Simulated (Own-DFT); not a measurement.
# Point defects and the pressure they add: zincblende GaAs

Everything here is calculated. The program is Own-DFT (plane waves, in-house, since retired, never reviewed by a person); positions were held fixed, and spin and spin-orbit coupling were off.

All runs used: PBE; PseudoDojo norm-conserving scalar-relativistic files; cutoff 42 hartree; 3 x 3 x 3 k mesh centred on Gamma; Fermi-Dirac smearing of 0.1 eV.

Keep in mind (not all hold for every row): not probed for a lower state with spin; forces not confirmed at this smearing and k mesh; stress not checked against mesh or cutoff.

All runs share one cell, with vectors in Å (11.737, 0.000, 0.000); (0.000, 11.737, 0.000); (0.000, 0.000, 10.833) and a volume of 1492.4 Å³, strained against the parent crystal. The atoms are randomly displaced, by u rms on each axis. The defect's site can differ from row to row.

```
cell,formula,u (Å),P (GPa)
no defect,As32Ga32,0.0298,1.26
no defect,As32Ga32,0.0309,1.28
no defect,As32Ga32,0.0473,1.54
one Al on a Ga site,AlAs32Ga31,0.0286,1.22
one Al on a Ga site,AlAs32Ga31,0.0452,1.43
one Al on a Ga site,AlAs32Ga31,0.0528,1.72
one P on an As site,As31Ga32P,0.0274,0.99
one P on an As site,As31Ga32P,0.0285,?
one P on an As site,As31Ga32P,0.0309,1.03
one P on an As site,As31Ga32P,0.0322,1.03
one As vacancy and one Ga vacancy,As31Ga31,0.0286,0.87
one As vacancy and one Ga vacancy,As31Ga31,0.0314,0.91
one As vacancy and one Ga vacancy,As31Ga31,0.0453,1.18
one In on a Ga site,As32Ga31In,0.0492,2.20
one In on a Ga site,As32Ga31In,0.0498,2.06
one In on a Ga site,As32Ga31In,0.0499,2.19
```

## Fit

P = P0 + c u² + a shift for each defect gives P0 = 1.05 GPa, c = 232 ± 24 GPa/Å² and a scatter of 0.05 GPa. The shifts, and each times the cell's volume:

- one In on a Ga site: 0.53 ± 0.05 GPa, 5.0 eV
- one Al on a Ga site: -0.03 ± 0.04 GPa, -0.3 eV (not resolved)
- one P on an As site: -0.24 ± 0.04 GPa, -2.2 eV
- one As vacancy and one Ga vacancy: -0.36 ± 0.04 GPa, -3.3 eV

A positive shift means that the defect pushes the cell outwards. Shift times volume (160.2 GPa Å³ is 1 eV) depends little on the cell's size, so, taken for each site, it can be compared between cells at like pressure. The atoms around the defects weren't relaxed, which would change these numbers.

## Test on the hidden row

The question: what pressure belongs in the blank (one P on an As site, u = 0.0285 Å)?

The fitted form gives 1.00 ± 0.06 GPa. DFT gave 1.01 GPa.
